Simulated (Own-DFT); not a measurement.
# What a defect does to the pressure of its cell: C40 NbSi2

Source: density functional calculations with Own-DFT, an unreviewed in-house program that is no longer used. Nothing was measured or relaxed, and spin and spin-orbit coupling are left out.

Settings: PBE; PseudoDojo norm-conserving scalar-relativistic files; cutoff 42 hartree; 4 x 4 x 5 k mesh centred on Gamma; cold (Marzari-Vanderbilt) smearing of 0.2 eV.

Keep in mind: forces on such cells failed a check on a denser k mesh; stress not checked against mesh or cutoff.

All runs share one cell, with vectors in Å (0.000, 8.324, 0.000); (-9.613, 0.000, 0.000); (0.000, 0.000, 6.586) and a volume of 527.0 Å³. The atoms are randomly displaced, by u rms on each axis. The defect's site can differ from row to row.

| cell | formula | u (Å) | P (GPa) |
|---|---|---|---|
| no defect | Nb12Si24 | 0.0204 | 1.50 |
| no defect | Nb12Si24 | 0.0500 | 2.55 |
| no defect | Nb12Si24 | 0.0542 | 2.70 |
| two Si on a Nb site each | Nb10Si26 | 0.0257 | 1.54 |
| two Si on a Nb site each | Nb10Si26 | 0.0270 | 1.60 |
| two Si on a Nb site each | Nb10Si26 | 0.0502 | 2.64 |
| two Nb on a Si site each | Nb14Si22 | 0.0301 | ? |
| two Nb on a Si site each | Nb14Si22 | 0.0314 | 7.57 |
| two Nb on a Si site each | Nb14Si22 | 0.0486 | 8.62 |
| two Nb on a Si site each | Nb14Si22 | 0.0524 | 8.34 |
| one Si vacancy | Nb12Si23 | 0.0299 | 0.89 |
| one Si vacancy | Nb12Si23 | 0.0468 | 1.93 |
| one Si vacancy | Nb12Si23 | 0.0519 | 1.88 |

## What the rows give

P = P0 + c u² + a shift for each defect gives P0 = 1.20 GPa, c = 537 ± 57 GPa/Å² and a scatter of 0.17 GPa. The shifts, and each times the cell's volume:

- two Nb on a Si site each: 5.88 ± 0.14 GPa, 19.4 eV (9.7 eV for each of its 2 sites)
- two Si on a Nb site each: 0.02 ± 0.15 GPa, 0.1 eV (0.0 eV for each of its 2 sites) (not resolved)
- one Si vacancy: -0.67 ± 0.14 GPa, -2.2 eV

A positive shift means that the defect pushes the cell outwards. Shift times volume (160.2 GPa Å³ is 1 eV) depends little on the cell's size, so, taken for each site, it can be compared between cells at like pressure. The atoms around the defects weren't relaxed, which would change these numbers.

## Withheld run

Question: what pressure belongs in the blank (two Nb on a Si site each, u = 0.0301 Å)?

The fitted form gives 7.58 ± 0.21 GPa. The hidden result is 7.50 GPa.
